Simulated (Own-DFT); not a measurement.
# Which defects push the lattice out? C11b WSi2

Calculated, not measured: single-point runs of Own-DFT, a retired in-house plane-wave DFT program that no person has reviewed, on unrelaxed cells, without spin or spin-orbit coupling.

Settings: PBEsol; PseudoDojo norm-conserving scalar-relativistic files, made for PBE; cutoff 50 hartree; 5 x 5 x 5 k mesh centred on Gamma; cold (Marzari-Vanderbilt) smearing of 0.2 eV.

Limits: forces on such cells failed a check on a denser k mesh; stress not checked against mesh or cutoff.

All runs share one cell, with vectors in Å (-2.148, -5.953, 3.409); (-6.444, 2.976, 1.136); (-2.553, -2.948, -6.757) and a volume of 403.2 Å³. u is the rms random offset of the atoms per axis. The defect's site can differ from row to row.

| cell | formula | u (Å) | P (GPa) |
|---|---|---|---|
| no defect | Si20W10 | 0.0210 | 0.40 |
| no defect | Si20W10 | 0.0484 | 1.68 |
| no defect | Si20W10 | 0.0521 | 2.11 |
| one Si on a W site | Si21W9 | 0.0302 | 2.21 |
| one Si on a W site | Si21W9 | 0.0307 | 2.23 |
| one Si on a W site | Si21W9 | 0.0523 | 3.77 |
| one W on a Si site | Si19W11 | 0.0286 | ? |
| one W on a Si site | Si19W11 | 0.0306 | 5.88 |
| one W on a Si site | Si19W11 | 0.0449 | 6.78 |
| one W on a Si site | Si19W11 | 0.0459 | 7.20 |
| one W vacancy | Si20W9 | 0.0311 | -0.30 |
| one W vacancy | Si20W9 | 0.0518 | 1.11 |
| one W vacancy | Si20W9 | 0.0552 | 0.35 |
| one Si vacancy | Si19W10 | 0.0260 | -0.63 |
| one Si vacancy | Si19W10 | 0.0323 | -0.82 |
| one Si vacancy | Si19W10 | 0.0509 | 0.52 |

## Worked fit

P = P0 + c u² + a shift for each defect gives P0 = 0.10 GPa, c = 707 ± 96 GPa/Å² and a scatter of 0.31 GPa. The shifts, and each times the cell's volume:

- one W on a Si site: 5.32 ± 0.26 GPa, 13.4 eV
- one Si on a W site: 1.56 ± 0.26 GPa, 3.9 eV
- one W vacancy: -1.29 ± 0.26 GPa, -3.2 eV
- one Si vacancy: -1.42 ± 0.26 GPa, -3.6 eV

Against the defect-free cell, a freed cell would be larger where the shift is positive and smaller where it is negative (160.2 GPa Å³ is 1 eV). The atoms around the defects weren't relaxed, which would change these numbers.

## Prediction

Asked: what pressure belongs in the blank (one W on a Si site, u = 0.0286 Å)?

The fit gives 6.00 ± 0.37 GPa. The run itself gave 5.56 GPa.
